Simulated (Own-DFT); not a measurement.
## Calculated data, GaN (wurtzite, atoms displaced)

A calculation, not a measurement: plane-wave PBE density functional theory by an unreviewed code, no spin, of a simulated periodic cell, stress positive in tension, free energy of the whole cell less one offset for each atom, forces on such cells passed a denser k mesh, this cell's mesh not checked; offsets are fitted by least squares, one for each functional and potential file, so energies compare only between cells with the same atoms and settings and are not formation energies; the far tail of each file's local potential was reset to the Coulomb form; each entry is a single point on an unrelaxed cell, so the pressure reflects the starting lattice, mostly measured values (interpolated for alloys), from which strain is counted, and rises with the displacements; printed positions are rounded, which can move forces by about a meV/angstrom; the program, named Own-DFT, is a retired in-house code; no spin-orbit coupling. Program: Own-DFT development build.

Settings shared by all entries: functional PBE; potential files PseudoDojo norm-conserving, scalar-relativistic, standard set with the stringent files for Ga; wave cutoff 96 hartree; occupations Gaussian; smearing width 0.01 eV; k mesh 3 x 4 x 3 centred on Gamma.

(1) 
```cif
# cell vector a (Å): 12.7560 0.0000 0.0000
# cell vector b (Å): -4.7835 8.2853 0.0000
# cell vector c (Å): 0.0000 0.0000 10.3700
data_GaN
_symmetry_space_group_name_H-M 'P 1'
_symmetry_Int_Tables_number 1
_cell_length_a 12.7560
_cell_length_b 9.5670
_cell_length_c 10.3700
_cell_angle_alpha 90.000
_cell_angle_beta 90.000
_cell_angle_gamma 120.000
_cell_volume 1095.98
loop_
_atom_site_label
_atom_site_type_symbol
_atom_site_fract_x
_atom_site_fract_y
_atom_site_fract_z
_atom_site_occupancy
Ga1 Ga 0.08350 0.22062 0.99862 1
Ga2 Ga 0.16603 0.11161 0.24718 1
N1 N 0.08550 0.22272 0.18464 1
N2 N 0.16666 0.11211 0.43821 1
Ga3 Ga 0.08514 0.22192 0.50094 1
Ga4 Ga 0.16572 0.10706 0.75195 1
N3 N 0.07963 0.22067 0.68784 1
N4 N 0.16634 0.11074 0.93904 1
Ga5 Ga 0.08236 0.55728 0.00035 1
Ga6 Ga 0.16569 0.44459 0.24838 1
N5 N 0.08148 0.55582 0.19390 1
N6 N 0.16745 0.44836 0.44190 1
Ga7 Ga 0.08195 0.55420 0.49738 1
Ga8 Ga 0.16761 0.44927 0.75195 1
N7 N 0.08396 0.55828 0.68952 1
N8 N 0.16450 0.44654 0.94229 1
Ga9 Ga 0.08610 0.88904 0.99927 1
Ga10 Ga 0.16554 0.77495 0.25038 1
N9 N 0.08126 0.88717 0.19130 1
N10 N 0.16588 0.77431 0.43770 1
Ga11 Ga 0.08385 0.89105 0.49982 1
Ga12 Ga 0.16451 0.77314 0.74699 1
N11 N 0.08637 0.89029 0.68642 1
N12 N 0.16497 0.77539 0.93602 1
Ga13 Ga 0.33515 0.22239 0.00002 1
Ga14 Ga 0.41943 0.11466 0.24848 1
N13 N 0.33399 0.22406 0.18604 1
N14 N 0.41612 0.10707 0.44190 1
Ga15 Ga 0.33140 0.22149 0.49884 1
Ga16 Ga 0.41649 0.10978 0.75092 1
N15 N 0.33258 0.22586 0.68915 1
N16 N 0.41484 0.10922 0.93650 1
Ga17 Ga 0.33481 0.55691 0.00239 1
Ga18 Ga 0.41641 0.44206 0.24612 1
N17 N 0.33398 0.55606 0.19040 1
N18 N 0.41336 0.44376 0.43927 1
Ga19 Ga 0.33229 0.55438 0.49977 1
Ga20 Ga 0.41332 0.44101 0.75006 1
N19 N 0.33163 0.55631 0.68959 1
N20 N 0.41456 0.44289 0.93353 1
Ga21 Ga 0.33825 0.89194 0.99805 1
Ga22 Ga 0.41755 0.77630 0.24872 1
N21 N 0.33611 0.89329 0.19079 1
N22 N 0.41860 0.77523 0.43993 1
Ga23 Ga 0.33727 0.89369 0.50163 1
Ga24 Ga 0.41523 0.77849 0.74683 1
N23 N 0.33470 0.89466 0.69113 1
N24 N 0.41645 0.77536 0.93696 1
Ga25 Ga 0.58166 0.22254 0.99865 1
Ga26 Ga 0.66591 0.11085 0.24820 1
N25 N 0.58331 0.22280 0.18773 1
N26 N 0.66393 0.10727 0.44083 1
Ga27 Ga 0.58432 0.22278 0.49920 1
Ga28 Ga 0.66732 0.11326 0.75228 1
N27 N 0.58524 0.22383 0.68848 1
N28 N 0.66553 0.11128 0.93575 1
Ga29 Ga 0.58031 0.55164 0.99647 1
Ga30 Ga 0.66821 0.44672 0.24769 1
N29 N 0.58700 0.56327 0.18813 1
N30 N 0.66600 0.44825 0.44022 1
Ga31 Ga 0.58257 0.55660 0.49779 1
Ga32 Ga 0.66528 0.44137 0.74793 1
N31 N 0.58371 0.55563 0.68734 1
N32 N 0.66775 0.44851 0.93558 1
Ga33 Ga 0.58242 0.88896 0.99756 1
Ga34 Ga 0.66584 0.77874 0.24882 1
N33 N 0.58431 0.89025 0.19106 1
N34 N 0.66880 0.78095 0.44073 1
Ga35 Ga 0.58519 0.88977 0.49734 1
Ga36 Ga 0.66534 0.77610 0.75432 1
N35 N 0.58384 0.88939 0.68815 1
N36 N 0.66781 0.77251 0.94364 1
Ga37 Ga 0.83201 0.22076 0.99855 1
Ga38 Ga 0.91758 0.11302 0.24917 1
N37 N 0.83288 0.21904 0.18986 1
N38 N 0.91730 0.11452 0.43880 1
Ga39 Ga 0.83346 0.22474 0.49913 1
Ga40 Ga 0.91755 0.11036 0.75236 1
N39 N 0.83314 0.22436 0.68456 1
N40 N 0.91591 0.11144 0.94024 1
Ga41 Ga 0.83557 0.55749 0.99628 1
Ga42 Ga 0.91885 0.44574 0.24986 1
N41 N 0.83152 0.55374 0.18806 1
N42 N 0.91960 0.44707 0.43653 1
Ga43 Ga 0.83339 0.55515 0.50029 1
Ga44 Ga 0.91232 0.43989 0.74815 1
N43 N 0.83123 0.55376 0.68865 1
N44 N 0.91669 0.44418 0.93807 1
Ga45 Ga 0.83501 0.88942 0.00177 1
Ga46 Ga 0.91801 0.77629 0.24883 1
N45 N 0.83323 0.89029 0.18895 1
N46 N 0.91921 0.77919 0.44084 1
Ga47 Ga 0.83164 0.88777 0.50301 1
Ga48 Ga 0.91404 0.77867 0.75004 1
N47 N 0.83013 0.88594 0.68816 1
N48 N 0.91629 0.77645 0.93668 1
_calc_free_energy_of_cell_above_offsets '-10.293'  # eV
_calc_pressure 5.43  # GPa
_calc_stress_xx -5.01  # GPa
_calc_stress_yy -6.2  # GPa
_calc_stress_zz -5.08  # GPa
_calc_stress_yz -0.18  # GPa
_calc_stress_xz 0.13  # GPa
_calc_stress_xy 0.08  # GPa
```

Force:
```
element  x (eV/Å)  y (eV/Å)  z (eV/Å)
     Ga    -0.216     0.437    -0.112
     Ga     0.169    -0.157     0.438
      N    -0.407     0.121     0.488
      N     0.104    -0.078     -0.47
     Ga    -0.653     0.298    -0.091
     Ga    -0.265     0.592    -0.427
      N     0.815     0.334     0.548
      N     0.292    -0.016      0.09
     Ga     0.018    -0.143     0.276
     Ga     0.246    -0.094     0.579
      N     0.568    -0.026    -1.148
      N     0.152     -0.78    -0.806
     Ga     0.284     0.385     0.701
     Ga    -0.185    -0.678    -0.046
      N    -0.326    -0.884    -0.453
      N     0.646    -0.196     -0.24
     Ga    -0.437    -0.219     0.181
     Ga     0.253     0.796     0.249
      N      0.65     0.289    -0.725
      N      0.16     0.804     0.325
     Ga     0.446    -0.323     -0.17
     Ga     0.005     0.812     0.267
      N    -0.669    -0.365     0.381
      N     0.563     0.498     0.379
     Ga    -0.498    -0.017    -0.392
     Ga    -0.334    -0.366     0.671
      N     0.163    -0.396     0.201
      N    -0.261     1.214    -0.813
     Ga     0.408     0.093     0.324
     Ga    -0.201     0.918    -0.538
      N     0.299    -0.923    -0.182
      N     0.271     0.435     0.333
     Ga    -0.396    -0.374    -0.331
     Ga     0.153     0.693       0.8
      N    -0.102    -0.181    -0.359
      N     0.649     -0.15    -0.586
     Ga    -0.062     0.275     0.256
     Ga     0.282     0.871    -0.703
      N     0.219    -0.038    -0.122
      N     0.024    -0.015     1.076
     Ga    -0.763    -0.799     0.448
     Ga    -0.266     0.396     0.632
      N    -0.159    -0.552    -0.602
      N    -0.476      0.35    -0.226
     Ga    -0.212    -1.366     -0.16
     Ga     0.448     0.072     0.066
      N    -0.036    -0.863    -0.376
      N     0.012     0.276     0.054
     Ga     0.276     0.427    -0.112
     Ga     0.171     0.105     0.593
      N     0.109      0.28    -0.186
      N     0.219      0.96     -0.75
     Ga    -0.161     0.121     0.194
     Ga     0.115     -0.39    -1.035
      N    -0.377    -0.511    -0.034
      N      0.01    -0.012     0.767
     Ga     0.209     0.197     0.481
     Ga    -0.368     0.021     0.449
      N    -0.316    -1.352    -0.301
      N      0.48    -0.572    -0.639
     Ga    -0.356     0.132      0.43
     Ga     -0.31     0.564    -0.011
      N    -0.397    -0.165      0.19
      N     0.132    -0.775     0.368
     Ga     0.539    -0.242     0.398
     Ga     0.474     0.484     0.503
      N    -0.295    -0.049     -0.82
      N    -0.105    -0.464     -0.69
     Ga    -0.175    -0.398     0.702
     Ga    -0.199    -0.121     -0.35
      N    -0.051     0.058     0.264
      N    -0.683     0.832    -0.527
     Ga    -0.021     0.273     0.454
     Ga     0.288    -0.343     0.367
      N    -0.326     0.613    -0.448
      N     0.238    -0.356    -0.062
     Ga      0.07    -0.262    -0.316
     Ga    -0.601    -0.038    -0.495
      N     0.226    -0.618     0.727
      N     0.123    -0.176    -0.245
     Ga    -0.375    -0.337     0.437
     Ga    -0.838    -0.549    -0.033
      N      0.59     0.201    -0.331
      N    -0.816    -0.411     0.193
     Ga     0.024     0.251    -0.064
     Ga     0.506     0.784     0.154
      N     0.241     0.299    -0.041
      N    -0.097    -0.255    -0.046
     Ga    -0.073    -0.226      0.07
     Ga     -0.84     0.027     0.544
      N     0.396    -0.119     0.119
      N    -0.555    -0.174    -0.356
     Ga     0.474     0.449     -0.62
     Ga     0.693    -0.203    -0.384
      N     0.104     0.492     0.545
      N     0.254     0.583     0.264
```

(2) 
```cif
# cell vector a (Å): 12.7560 0.0000 0.0000
# cell vector b (Å): -4.7835 8.2853 0.0000
# cell vector c (Å): 0.0000 0.0000 10.3700
data_GaN
_symmetry_space_group_name_H-M 'P 1'
_symmetry_Int_Tables_number 1
_cell_length_a 12.7560
_cell_length_b 9.5670
_cell_length_c 10.3700
_cell_angle_alpha 90.000
_cell_angle_beta 90.000
_cell_angle_gamma 120.000
_cell_volume 1095.98
loop_
_atom_site_label
_atom_site_type_symbol
_atom_site_fract_x
_atom_site_fract_y
_atom_site_fract_z
_atom_site_occupancy
Ga1 Ga 0.08464 0.22091 0.99877 1
Ga2 Ga 0.16817 0.11032 0.25253 1
N1 N 0.07826 0.21974 0.19019 1
N2 N 0.16341 0.11065 0.43955 1
Ga3 Ga 0.08472 0.22522 0.49895 1
Ga4 Ga 0.16330 0.10679 0.75118 1
N3 N 0.08135 0.22066 0.68950 1
N4 N 0.16836 0.11315 0.93836 1
Ga5 Ga 0.08518 0.55544 0.99809 1
Ga6 Ga 0.16842 0.44233 0.25198 1
N5 N 0.08022 0.55725 0.18705 1
N6 N 0.16617 0.44610 0.43796 1
Ga7 Ga 0.08057 0.55199 0.49785 1
Ga8 Ga 0.16508 0.44195 0.74851 1
N7 N 0.08164 0.55432 0.68756 1
N8 N 0.16695 0.44870 0.93988 1
Ga9 Ga 0.08197 0.88773 0.99998 1
Ga10 Ga 0.16579 0.77838 0.25093 1
N9 N 0.08455 0.89353 0.18967 1
N10 N 0.16318 0.77477 0.43907 1
Ga11 Ga 0.08328 0.89309 0.50210 1
Ga12 Ga 0.16747 0.77780 0.75042 1
N11 N 0.08219 0.88579 0.69071 1
N12 N 0.16815 0.78156 0.93456 1
Ga13 Ga 0.33205 0.22344 0.99708 1
Ga14 Ga 0.41684 0.10989 0.24542 1
N13 N 0.33471 0.22434 0.18887 1
N14 N 0.41515 0.11094 0.44210 1
Ga15 Ga 0.33576 0.22760 0.49819 1
Ga16 Ga 0.41483 0.11308 0.75132 1
N15 N 0.33479 0.22659 0.68968 1
N16 N 0.41390 0.10637 0.93685 1
Ga17 Ga 0.33308 0.55602 0.99934 1
Ga18 Ga 0.41978 0.44672 0.25082 1
N17 N 0.33258 0.55264 0.19007 1
N18 N 0.41323 0.44126 0.43953 1
Ga19 Ga 0.33187 0.55403 0.49908 1
Ga20 Ga 0.41465 0.44508 0.75163 1
N19 N 0.33254 0.55464 0.68895 1
N20 N 0.41760 0.44387 0.93729 1
Ga21 Ga 0.33533 0.89305 0.00338 1
Ga22 Ga 0.41779 0.78124 0.25364 1
N21 N 0.33218 0.88884 0.18827 1
N22 N 0.41866 0.77907 0.43930 1
Ga23 Ga 0.33475 0.89089 0.50043 1
Ga24 Ga 0.41584 0.77792 0.74826 1
N23 N 0.33196 0.88831 0.69100 1
N24 N 0.41570 0.77440 0.94267 1
Ga25 Ga 0.58128 0.21940 0.00035 1
Ga26 Ga 0.67220 0.11601 0.24786 1
N25 N 0.58326 0.22506 0.19162 1
N26 N 0.66513 0.10954 0.43708 1
Ga27 Ga 0.58440 0.22167 0.50041 1
Ga28 Ga 0.66991 0.11488 0.74947 1
N27 N 0.58181 0.22236 0.68725 1
N28 N 0.66596 0.11275 0.93954 1
Ga29 Ga 0.58252 0.55834 0.99869 1
Ga30 Ga 0.66584 0.44575 0.25029 1
N29 N 0.58319 0.55462 0.19085 1
N30 N 0.66469 0.44379 0.43913 1
Ga31 Ga 0.58413 0.55545 0.49878 1
Ga32 Ga 0.66756 0.44676 0.74731 1
N31 N 0.58393 0.55926 0.68591 1
N32 N 0.66881 0.44766 0.93754 1
Ga33 Ga 0.58322 0.88980 0.00176 1
Ga34 Ga 0.66900 0.77873 0.25032 1
N33 N 0.58014 0.88663 0.18941 1
N34 N 0.66620 0.77872 0.44039 1
Ga35 Ga 0.58196 0.89136 0.50230 1
Ga36 Ga 0.66808 0.78118 0.74951 1
N35 N 0.58430 0.88707 0.68613 1
N36 N 0.66970 0.77749 0.93695 1
Ga37 Ga 0.83363 0.22261 0.99959 1
Ga38 Ga 0.91534 0.11222 0.24749 1
N37 N 0.83273 0.21714 0.19032 1
N38 N 0.91521 0.10982 0.44141 1
Ga39 Ga 0.83094 0.22202 0.50300 1
Ga40 Ga 0.91618 0.10867 0.75051 1
N39 N 0.83279 0.22068 0.68922 1
N40 N 0.91597 0.11395 0.93611 1
Ga41 Ga 0.83260 0.55957 0.00096 1
Ga42 Ga 0.91488 0.44050 0.25160 1
N41 N 0.83331 0.55402 0.18441 1
N42 N 0.91686 0.44571 0.44001 1
Ga43 Ga 0.83471 0.55869 0.49542 1
Ga44 Ga 0.91710 0.44496 0.74932 1
N43 N 0.83587 0.55585 0.68897 1
N44 N 0.91628 0.44056 0.93446 1
Ga45 Ga 0.83379 0.88994 0.99879 1
Ga46 Ga 0.91951 0.77961 0.24919 1
N45 N 0.83295 0.88987 0.18640 1
N46 N 0.91866 0.77729 0.43436 1
Ga47 Ga 0.83596 0.89267 0.49995 1
Ga48 Ga 0.91791 0.77528 0.74750 1
N47 N 0.83205 0.88565 0.68542 1
N48 N 0.91610 0.77757 0.94096 1
_calc_free_energy_of_cell_above_offsets '-10.276'  # eV
_calc_pressure 5.45  # GPa
_calc_stress_xx -5.32  # GPa
_calc_stress_yy -5.46  # GPa
_calc_stress_zz -5.57  # GPa
_calc_stress_yz 0.36  # GPa
_calc_stress_xz 0.23  # GPa
_calc_stress_xy -0.29  # GPa
```

Force:
```
element  x (eV/Å)  y (eV/Å)  z (eV/Å)
     Ga    -0.619     0.462     0.342
     Ga    -0.461     0.543    -0.299
      N     1.072     0.282    -0.372
      N     0.667     0.403     0.076
     Ga    -0.496    -0.331     0.261
     Ga     0.386     0.591    -0.358
      N     0.313    -0.045    -0.227
      N    -0.364    -0.453    -0.016
     Ga    -0.938     0.393     0.209
     Ga    -0.793     0.231    -0.682
      N     0.716    -0.318      0.25
      N     0.154    -0.184     0.153
     Ga     0.149     0.653      0.49
     Ga     -0.15     0.353     0.309
      N     0.388     0.079    -0.121
      N     0.676    -0.872     -0.46
     Ga     0.333     0.129     0.083
     Ga    -0.111    -0.202     0.025
      N      0.28    -0.386    -0.416
      N      0.36     0.545     0.131
     Ga     0.416    -0.647     -0.17
     Ga    -0.034    -0.386    -0.295
      N     0.101     0.434    -0.373
      N     0.024    -0.274      0.95
     Ga     0.574    -0.057     0.572
     Ga    -0.244     0.262      1.05
      N    -0.125    -0.173    -0.273
      N     0.227     0.148    -0.835
     Ga    -0.228    -1.072     0.622
     Ga     0.345    -0.174      -0.5
      N    -0.505    -0.642    -0.181
      N     0.044      0.94     0.459
     Ga     0.105     -0.27     0.453
     Ga    -0.498     -0.26     0.018
      N     0.083     0.522    -0.074
      N     0.361     0.935    -0.356
     Ga     0.123     0.364     0.258
     Ga     0.624     0.319    -0.478
      N    -0.265     0.116    -0.205
      N    -0.362     0.197     0.319
     Ga    -0.126    -1.048    -0.636
     Ga    -0.132    -0.642    -0.493
      N     0.102    -0.115     0.358
      N    -0.556    -0.277     0.216
     Ga    -0.516    -0.424     0.142
     Ga     0.214     0.031      0.58
      N      0.26     0.288    -0.465
      N     -0.03     0.717    -0.739
     Ga    -0.118      0.82    -0.043
     Ga    -1.201    -0.968     0.402
      N     0.466    -0.384    -0.589
      N     0.178     0.389     0.018
     Ga    -0.449    -0.028    -0.167
     Ga    -0.739    -0.524     0.163
      N     0.321    -0.016     0.367
      N     0.257    -0.318    -0.104
     Ga     0.595    -0.358     0.223
     Ga     0.402     0.077    -0.022
      N    -0.004     0.488     -0.57
      N      0.56      0.06    -0.203
     Ga    -0.509     0.294     0.222
     Ga    -0.156     0.014     0.214
      N    -0.068    -0.377     0.437
      N    -0.541    -0.542     0.022
     Ga     0.193    -0.261    -0.235
     Ga     -0.49      0.01     0.284
      N     0.659     0.571    -0.007
      N     0.157     0.095    -0.361
     Ga     0.726    -0.308    -0.519
     Ga     0.105     -0.56    -0.173
      N    -0.609     0.606     0.783
      N    -0.807     0.378     0.178
     Ga    -0.179     0.185    -0.026
     Ga     0.488    -0.711     0.959
      N      -0.2     0.982    -0.717
      N     0.006     0.735    -0.598
     Ga     0.283    -0.143    -0.359
     Ga    -0.206    -0.072    -0.371
      N     0.204       0.2    -0.049
      N     0.533    -0.425     0.412
     Ga     0.678    -0.833    -0.583
     Ga     0.022     0.462    -0.359
      N    -0.096     0.095     1.077
      N    -0.331     -0.66    -0.357
     Ga    -0.237    -0.271     0.684
     Ga     0.087    -0.236      0.01
      N    -0.446    -0.126    -0.683
      N    -0.284     0.687     0.779
     Ga     0.061     0.187     0.046
     Ga    -0.445    -0.229    -0.398
      N     0.304    -0.111     0.193
      N     -0.45     0.388     0.543
     Ga    -0.244    -0.767    -0.317
     Ga    -0.665      0.06     0.599
      N     0.502     0.343     0.582
      N      0.14     0.422    -0.689
```
